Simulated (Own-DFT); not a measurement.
Simulation results for GaN (wurtzite, strained, atoms displaced)

All values are calculated (Own-DFT development build). A calculation, not a measurement: plane-wave PBE density functional theory by an unreviewed code, no spin, of a simulated periodic cell, stress positive in tension, free energy of the whole cell less one offset for each atom, forces on such cells passed a denser k mesh, this cell's mesh not checked; offsets are fitted by least squares, one for each functional and potential file, so energies compare only between cells with the same atoms and settings and are not formation energies; the far tail of each file's local potential was reset to the Coulomb form; each entry is a single point on an unrelaxed cell, so the pressure reflects the starting lattice, mostly measured values (interpolated for alloys), from which strain is counted, and rises with the displacements; printed positions are rounded, which can move forces by about a meV/angstrom; the program, named Own-DFT, is a retired in-house code; no spin-orbit coupling.

Settings shared by all entries: functional PBE; potential files PseudoDojo norm-conserving, scalar-relativistic, standard set with the stringent files for Ga; wave cutoff 96 hartree; occupations Gaussian; smearing width 0.01 eV; k mesh 3 x 4 x 3 centred on Gamma.

(1) GaN (wurtzite, strained, atoms displaced)

```cif
# cell vector a (Å): 12.7560 0.0000 0.0000
# cell vector b (Å): -4.7835 8.2853 0.0000
# cell vector c (Å): 0.0000 0.0000 10.5774
data_GaN
_symmetry_space_group_name_H-M 'P 1'
_symmetry_Int_Tables_number 1
_cell_length_a 12.7560
_cell_length_b 9.5670
_cell_length_c 10.5774
_cell_angle_alpha 90.000
_cell_angle_beta 90.000
_cell_angle_gamma 120.000
_cell_volume 1117.90
loop_
_atom_site_label
_atom_site_type_symbol
_atom_site_fract_x
_atom_site_fract_y
_atom_site_fract_z
_atom_site_occupancy
Ga1 Ga 0.08147 0.20839 0.99494 1
Ga2 Ga 0.16718 0.09980 0.24741 1
N1 N 0.07420 0.21433 0.18904 1
N2 N 0.16199 0.09924 0.43298 1
Ga3 Ga 0.08658 0.22222 0.50127 1
Ga4 Ga 0.17046 0.11806 0.75198 1
N3 N 0.08871 0.22165 0.68239 1
N4 N 0.16571 0.10593 0.93561 1
Ga5 Ga 0.08412 0.55153 0.99402 1
Ga6 Ga 0.16666 0.44485 0.25830 1
N5 N 0.09630 0.56769 0.18483 1
N6 N 0.16133 0.44353 0.44390 1
Ga7 Ga 0.08631 0.56165 0.49577 1
Ga8 Ga 0.16636 0.44422 0.75223 1
N7 N 0.09351 0.56026 0.68224 1
N8 N 0.16667 0.44572 0.93384 1
Ga9 Ga 0.07716 0.87860 0.99443 1
Ga10 Ga 0.15869 0.77549 0.25026 1
N9 N 0.08718 0.89379 0.18850 1
N10 N 0.16018 0.78140 0.44203 1
Ga11 Ga 0.07737 0.88419 0.50713 1
Ga12 Ga 0.17437 0.78470 0.75326 1
N11 N 0.07889 0.87473 0.69497 1
N12 N 0.16377 0.76770 0.94076 1
Ga13 Ga 0.33896 0.21568 0.98732 1
Ga14 Ga 0.40264 0.09493 0.24859 1
N13 N 0.33947 0.21888 0.18462 1
N14 N 0.41961 0.11213 0.43593 1
Ga15 Ga 0.32844 0.22204 0.49125 1
Ga16 Ga 0.41513 0.11405 0.74479 1
N15 N 0.32948 0.21893 0.68234 1
N16 N 0.41412 0.11064 0.93375 1
Ga17 Ga 0.33329 0.54745 0.99822 1
Ga18 Ga 0.41562 0.45152 0.24867 1
N17 N 0.33392 0.56548 0.19520 1
N18 N 0.41888 0.44606 0.44674 1
Ga19 Ga 0.33832 0.54984 0.49610 1
Ga20 Ga 0.41887 0.45109 0.75465 1
N19 N 0.33388 0.55017 0.68610 1
N20 N 0.42050 0.44418 0.92869 1
Ga21 Ga 0.33335 0.89719 0.00028 1
Ga22 Ga 0.41546 0.78275 0.25252 1
N21 N 0.32816 0.88323 0.19011 1
N22 N 0.41801 0.77657 0.43276 1
Ga23 Ga 0.33621 0.88511 0.49942 1
Ga24 Ga 0.40959 0.77058 0.75468 1
N23 N 0.33697 0.89376 0.69680 1
N24 N 0.40822 0.77735 0.94026 1
Ga25 Ga 0.58204 0.21783 0.99965 1
Ga26 Ga 0.66111 0.10683 0.24367 1
N25 N 0.58693 0.21728 0.19161 1
N26 N 0.66212 0.10445 0.43983 1
Ga27 Ga 0.59110 0.23379 0.49665 1
Ga28 Ga 0.66598 0.10717 0.75305 1
N27 N 0.58483 0.22051 0.68808 1
N28 N 0.66900 0.11257 0.93918 1
Ga29 Ga 0.58247 0.55955 0.00149 1
Ga30 Ga 0.66503 0.44032 0.24033 1
N29 N 0.58656 0.55554 0.18534 1
N30 N 0.66133 0.44134 0.44165 1
Ga31 Ga 0.58431 0.55320 0.50059 1
Ga32 Ga 0.66193 0.43508 0.74538 1
N31 N 0.58081 0.54989 0.69369 1
N32 N 0.66855 0.45295 0.94020 1
Ga33 Ga 0.58358 0.88363 0.98965 1
Ga34 Ga 0.66288 0.77829 0.25304 1
N33 N 0.58201 0.89749 0.19339 1
N34 N 0.66307 0.78126 0.43369 1
Ga35 Ga 0.58784 0.89596 0.49522 1
Ga36 Ga 0.66576 0.77860 0.74160 1
N35 N 0.58796 0.88853 0.67843 1
N36 N 0.66685 0.78230 0.93418 1
Ga37 Ga 0.83872 0.22327 0.99643 1
Ga38 Ga 0.91923 0.11228 0.25350 1
N37 N 0.82604 0.21069 0.18438 1
N38 N 0.91648 0.10450 0.44089 1
Ga39 Ga 0.83585 0.23531 0.49458 1
Ga40 Ga 0.91741 0.11442 0.74585 1
N39 N 0.83435 0.22020 0.68644 1
N40 N 0.91993 0.11590 0.93808 1
Ga41 Ga 0.83397 0.55277 0.00147 1
Ga42 Ga 0.91484 0.44293 0.24988 1
N41 N 0.83418 0.56502 0.19105 1
N42 N 0.92334 0.44461 0.44038 1
Ga43 Ga 0.83352 0.55094 0.50841 1
Ga44 Ga 0.92019 0.43238 0.74523 1
N43 N 0.83791 0.56162 0.68911 1
N44 N 0.91695 0.45058 0.93657 1
Ga45 Ga 0.83955 0.89814 0.99785 1
Ga46 Ga 0.92235 0.77962 0.24688 1
N45 N 0.84032 0.88947 0.19253 1
N46 N 0.91197 0.77841 0.43541 1
Ga47 Ga 0.82531 0.89117 0.50429 1
Ga48 Ga 0.92124 0.77873 0.74665 1
N47 N 0.82388 0.88983 0.69191 1
N48 N 0.91953 0.77758 0.93002 1
```

Results for GaN (wurtzite, strained, atoms displaced): free energy of cell above offsets -5.243 eV; pressure 3.36 GPa; stress xx -5.56 GPa; stress yy -6.26 GPa; stress zz 1.73 GPa; stress yz -0.04 GPa; stress xz 0.24 GPa; stress xy 1.26 GPa.

Force:
```csv
element,x (eV/Å),y (eV/Å),z (eV/Å)
Ga,-0.194,1.813,1.365
Ga,-0.814,2.444,0.223
N,2.416,1.442,-0.731
N,-0.09,1.112,0.377
Ga,-0.492,-0.672,-0.74
Ga,0.017,-1.365,-0.547
N,-1.028,-0.077,1.04
N,0.78,-0.023,0.089
Ga,-0.2,-0.065,1.18
Ga,-0.236,-0.518,-0.838
N,-1.444,-2.118,0.076
N,1.658,-0.007,-0.814
Ga,0.3,0.253,1.091
Ga,0.583,-0.03,-0.994
N,-1.024,-0.271,0.682
N,0.822,-1.268,0.54
Ga,1.037,0.533,0.589
Ga,1.068,0.439,0.681
N,-0.324,-1.63,-1.64
N,1.537,-0.116,-0.768
Ga,-0.544,0.03,-0.085
Ga,-0.632,-1.299,0.123
N,0.819,2.384,-1.03
N,0.003,1.694,-0.534
Ga,-2.472,1.433,1.896
Ga,1.947,1.513,1.063
N,-1.787,1.084,-0.589
N,-0.475,-0.276,0.281
Ga,1.014,-0.933,0.766
Ga,0.481,0.341,-0.201
N,0.423,0.708,0.28
N,2.013,-0.449,-0.641
Ga,-0.809,0.734,0.611
Ga,0.937,-0.854,0.219
N,0.573,-1.532,-1.229
N,0.548,-0.744,-2.053
Ga,-2.101,1.275,0.989
Ga,0.055,-0.995,-2.051
N,-0.536,0.661,0.043
N,-0.611,-0.302,2.282
Ga,-0.219,-1.575,0.598
Ga,0.314,0.297,-0.444
N,-0.291,-0.045,-0.803
N,-0.21,-0.321,1.168
Ga,-0.784,0.62,0.273
Ga,1.021,0.438,-0.723
N,0.249,-0.47,-1.479
N,1.458,-0.314,-0.094
Ga,0.181,0.988,0.345
Ga,1.321,0.757,1.62
N,-2.372,0.636,-1.312
N,0.512,2.681,-0.958
Ga,-0.617,-2.682,0.478
Ga,-0.015,-0.101,-0.622
N,-0.127,-0.526,-0.287
N,-0.074,-0.289,-0.491
Ga,0.797,0.263,-0.503
Ga,0.071,0.074,1.205
N,-1.272,0.26,0.365
N,1.329,1.54,-1.297
Ga,-0.339,0.851,0.653
Ga,0.711,1.517,1.205
N,0.367,0.597,-1.173
N,0.094,-1.296,-0.296
Ga,-1.278,0.739,1.518
Ga,0.899,0.539,-0.999
N,0.566,-2.588,-1.658
N,0.604,-1.135,0.723
Ga,-0.855,-1.311,0.631
Ga,-0.654,-1.164,1.354
N,-1.606,0.017,1.215
N,0.917,-0.496,-0.058
Ga,-1.004,0.473,0.82
Ga,-1.158,-0.985,0.401
N,0.782,1.47,0.314
N,-0.636,1.514,-0.05
Ga,0.564,-2.995,0.524
Ga,0.734,-0.554,0.127
N,-0.542,-0.134,-0.438
N,0.026,-0.307,-1.249
Ga,-0.777,0.755,-0.21
Ga,0.501,-0.036,-0.573
N,0.964,-1.596,-0.71
N,-1.46,0.959,-1.069
Ga,-0.486,1.131,-1.307
Ga,-0.639,2.444,0.511
N,-0.052,-1.765,0.135
N,0.953,-1.188,-0.363
Ga,-0.249,-1.476,0.669
Ga,-0.892,0.543,1.297
N,-1.474,-0.018,-1.154
N,0.258,-0.521,0.897
Ga,1.132,-0.57,-0.456
Ga,-1.911,-0.322,0.528
N,2.708,0.508,-0.772
N,-1.258,-0.182,0.974
```

(2) GaN (wurtzite, strained, atoms displaced)

```cif
# cell vector a (Å): 12.7560 0.0000 0.0000
# cell vector b (Å): -4.7835 8.2853 0.0000
# cell vector c (Å): 0.0000 0.0000 10.5774
data_GaN
_symmetry_space_group_name_H-M 'P 1'
_symmetry_Int_Tables_number 1
_cell_length_a 12.7560
_cell_length_b 9.5670
_cell_length_c 10.5774
_cell_angle_alpha 90.000
_cell_angle_beta 90.000
_cell_angle_gamma 120.000
_cell_volume 1117.90
loop_
_atom_site_label
_atom_site_type_symbol
_atom_site_fract_x
_atom_site_fract_y
_atom_site_fract_z
_atom_site_occupancy
Ga1 Ga 0.08530 0.22405 0.99633 1
Ga2 Ga 0.16956 0.11293 0.25414 1
N1 N 0.08190 0.22738 0.19140 1
N2 N 0.16872 0.11351 0.44144 1
Ga3 Ga 0.08213 0.21125 0.50153 1
Ga4 Ga 0.16623 0.11397 0.74807 1
N3 N 0.07802 0.21952 0.69016 1
N4 N 0.16258 0.10213 0.92656 1
Ga5 Ga 0.08039 0.55294 0.00148 1
Ga6 Ga 0.16082 0.44137 0.25103 1
N5 N 0.06843 0.54743 0.18354 1
N6 N 0.17287 0.45116 0.44276 1
Ga7 Ga 0.08476 0.55850 0.50640 1
Ga8 Ga 0.16471 0.44680 0.74771 1
N7 N 0.07845 0.54819 0.68716 1
N8 N 0.17306 0.45213 0.93892 1
Ga9 Ga 0.08734 0.89276 0.00088 1
Ga10 Ga 0.16777 0.77499 0.25511 1
N9 N 0.08358 0.88872 0.18596 1
N10 N 0.16142 0.77971 0.44081 1
Ga11 Ga 0.08103 0.89415 0.50075 1
Ga12 Ga 0.16675 0.78299 0.74360 1
N11 N 0.07699 0.88731 0.67871 1
N12 N 0.16344 0.77983 0.94179 1
Ga13 Ga 0.33570 0.22031 0.99970 1
Ga14 Ga 0.41552 0.11085 0.24866 1
N13 N 0.33666 0.22245 0.19534 1
N14 N 0.41406 0.10761 0.43922 1
Ga15 Ga 0.33789 0.23219 0.50255 1
Ga16 Ga 0.42403 0.11679 0.74727 1
N15 N 0.33395 0.22309 0.69364 1
N16 N 0.41860 0.12422 0.93068 1
Ga17 Ga 0.33386 0.54879 0.00252 1
Ga18 Ga 0.41517 0.43819 0.25469 1
N17 N 0.34374 0.56337 0.19294 1
N18 N 0.41941 0.44482 0.43470 1
Ga19 Ga 0.33049 0.56028 0.49792 1
Ga20 Ga 0.41644 0.44165 0.74446 1
N19 N 0.33597 0.55658 0.69311 1
N20 N 0.42067 0.45849 0.94029 1
Ga21 Ga 0.33758 0.88960 0.99749 1
Ga22 Ga 0.41723 0.77854 0.26015 1
N21 N 0.33162 0.88622 0.19337 1
N22 N 0.40982 0.77314 0.43942 1
Ga23 Ga 0.33759 0.89588 0.50070 1
Ga24 Ga 0.42119 0.78044 0.74590 1
N23 N 0.33759 0.88664 0.68943 1
N24 N 0.40838 0.76864 0.94107 1
Ga25 Ga 0.58841 0.22128 0.99892 1
Ga26 Ga 0.67079 0.11450 0.24454 1
N25 N 0.57862 0.21531 0.19209 1
N26 N 0.66599 0.11187 0.43727 1
Ga27 Ga 0.58716 0.23689 0.49844 1
Ga28 Ga 0.67247 0.11465 0.74411 1
N27 N 0.58585 0.23082 0.68230 1
N28 N 0.66903 0.11316 0.93407 1
Ga29 Ga 0.58194 0.55906 0.99392 1
Ga30 Ga 0.66499 0.44878 0.25484 1
N29 N 0.58604 0.55837 0.18111 1
N30 N 0.66028 0.43907 0.43182 1
Ga31 Ga 0.58775 0.55730 0.50080 1
Ga32 Ga 0.66664 0.44709 0.75147 1
N31 N 0.58520 0.56150 0.68797 1
N32 N 0.67255 0.44816 0.93918 1
Ga33 Ga 0.58430 0.89848 0.99583 1
Ga34 Ga 0.67606 0.77560 0.24702 1
N33 N 0.58371 0.88554 0.19338 1
N34 N 0.66620 0.77683 0.43999 1
Ga35 Ga 0.58519 0.88768 0.49679 1
Ga36 Ga 0.66427 0.77872 0.74818 1
N35 N 0.58676 0.89268 0.68761 1
N36 N 0.66776 0.77126 0.94870 1
Ga37 Ga 0.82687 0.21591 0.00220 1
Ga38 Ga 0.91226 0.11261 0.25734 1
N37 N 0.82881 0.21970 0.18551 1
N38 N 0.91903 0.10943 0.43938 1
Ga39 Ga 0.83195 0.22062 0.50072 1
Ga40 Ga 0.91105 0.10790 0.74537 1
N39 N 0.83525 0.21839 0.67778 1
N40 N 0.91006 0.10176 0.93317 1
Ga41 Ga 0.82958 0.55398 0.00064 1
Ga42 Ga 0.91840 0.45242 0.24827 1
N41 N 0.82970 0.55738 0.19233 1
N42 N 0.92248 0.45145 0.44120 1
Ga43 Ga 0.83597 0.55595 0.50109 1
Ga44 Ga 0.91427 0.45149 0.75486 1
N43 N 0.83743 0.55563 0.69666 1
N44 N 0.91968 0.45005 0.93879 1
Ga45 Ga 0.83898 0.89317 0.99872 1
Ga46 Ga 0.92207 0.78085 0.25794 1
N45 N 0.83081 0.89001 0.18990 1
N46 N 0.91784 0.77086 0.43547 1
Ga47 Ga 0.82899 0.89627 0.50521 1
Ga48 Ga 0.91805 0.78189 0.74850 1
N47 N 0.83460 0.89358 0.68738 1
N48 N 0.90885 0.77584 0.94403 1
```

Results for GaN (wurtzite, strained, atoms displaced): free energy of cell above offsets -6.166 eV; pressure 3.16 GPa; stress xx -5.33 GPa; stress yy -5.25 GPa; stress zz 1.1 GPa; stress yz 0.61 GPa; stress xz 0.39 GPa; stress xy -0.04 GPa.

Force:
```csv
element,x (eV/Å),y (eV/Å),z (eV/Å)
Ga,-0.495,-0.218,0.114
Ga,-0.6,-0.238,-0.397
N,0.475,-1.222,-0.631
N,0.431,0.021,-0.444
Ga,-0.573,1.913,0.442
Ga,-0.174,-0.424,-0.551
N,0.63,0.35,-0.448
N,0.182,1.467,1.793
Ga,0.619,0.686,-0.363
Ga,0.76,1.393,0.24
N,3.096,1.566,0.311
N,-1.704,-1.594,-0.749
Ga,0.223,-0.03,-0.747
Ga,0.717,-0.234,0.587
N,-0.131,1.238,0.67
N,-0.992,-1.147,-0.265
Ga,-1.187,-0.894,0.183
Ga,-0.692,-0.069,-0.441
N,0.316,0.553,0.659
N,1.1,0.105,0.086
Ga,0.482,-0.667,-0.771
Ga,0.19,-0.542,0.907
N,0.99,0.635,1.411
N,1.082,-0.251,-1.094
Ga,-1.199,1.081,0.182
Ga,0.525,-0.819,0.869
N,-0.975,-0.339,-1.54
N,0.105,1.449,-0.073
Ga,0.211,-1.097,0.105
Ga,-0.688,-0.636,-0.018
N,0.128,-0.383,-1.148
N,1.701,-1.351,0.674
Ga,-0.741,1.322,1.139
Ga,0.441,1.631,-0.952
N,-1.533,-1.372,-0.314
N,-0.251,0.705,1.235
Ga,1.637,-0.642,1.06
Ga,-0.235,0.861,1.285
N,-0.466,-0.133,-1.172
N,0.703,-2.608,-1.266
Ga,-1.197,0.084,0.528
Ga,0.484,0.278,-1.536
N,0.167,0.097,-0.791
N,0.991,1.286,0.694
Ga,-0.797,-0.903,0.224
Ga,-0.21,-0.71,1.213
N,-0.984,0.818,-0.343
N,1.284,1.426,-0.964
Ga,-1.418,0.809,0.621
Ga,-1.269,-1.328,1.208
N,0.542,1.022,-1.036
N,0.014,0.208,-0.046
Ga,0.178,-2.917,-0.062
Ga,-0.626,0.289,-0.074
N,0.725,-0.311,0.493
N,-0.501,-0.028,-0.796
Ga,0.995,-1.02,1.389
Ga,0.049,-0.559,-1.913
N,-0.317,-0.831,0.968
N,0.952,2.1,1.172
Ga,-0.851,0.014,-0.058
Ga,0.319,0.353,0.457
N,0.295,-0.749,-0.272
N,-1.444,-1.179,-0.689
Ga,0.337,-2.436,1.309
Ga,-2.53,-0.464,0.253
N,0.029,0.575,-0.601
N,0.37,-0.057,-0.43
Ga,-0.996,0.354,-0.053
Ga,0.77,0.215,1.371
N,-0.274,0.026,-0.358
N,-0.893,2.492,-2.12
Ga,1.648,1.018,-0.325
Ga,0.536,-0.354,-1.168
N,1.014,1.066,0.185
N,-0.644,0.425,-0.005
Ga,0.021,0.732,-1.166
Ga,0.67,0.666,1.046
N,-0.884,1.018,1.693
N,0.141,1.975,0.105
Ga,0.889,0.881,0.956
Ga,-1.95,-1.466,1.128
N,0.394,-0.01,-0.394
N,-0.46,-1.229,-0.635
Ga,-0.179,-0.307,0.243
Ga,1.854,-1.482,0.103
N,-2.016,0.74,-1.747
N,-0.693,-1.322,-0.035
Ga,-1.293,-0.754,1.195
Ga,-0.859,-0.089,-1.611
N,2.2,1.148,-0.229
N,-1.316,1.051,1.261
Ga,1.174,-1.224,-0.65
Ga,-0.515,-0.308,1.139
N,-0.231,-1.243,-0.08
N,2.197,0.048,-1.338
```
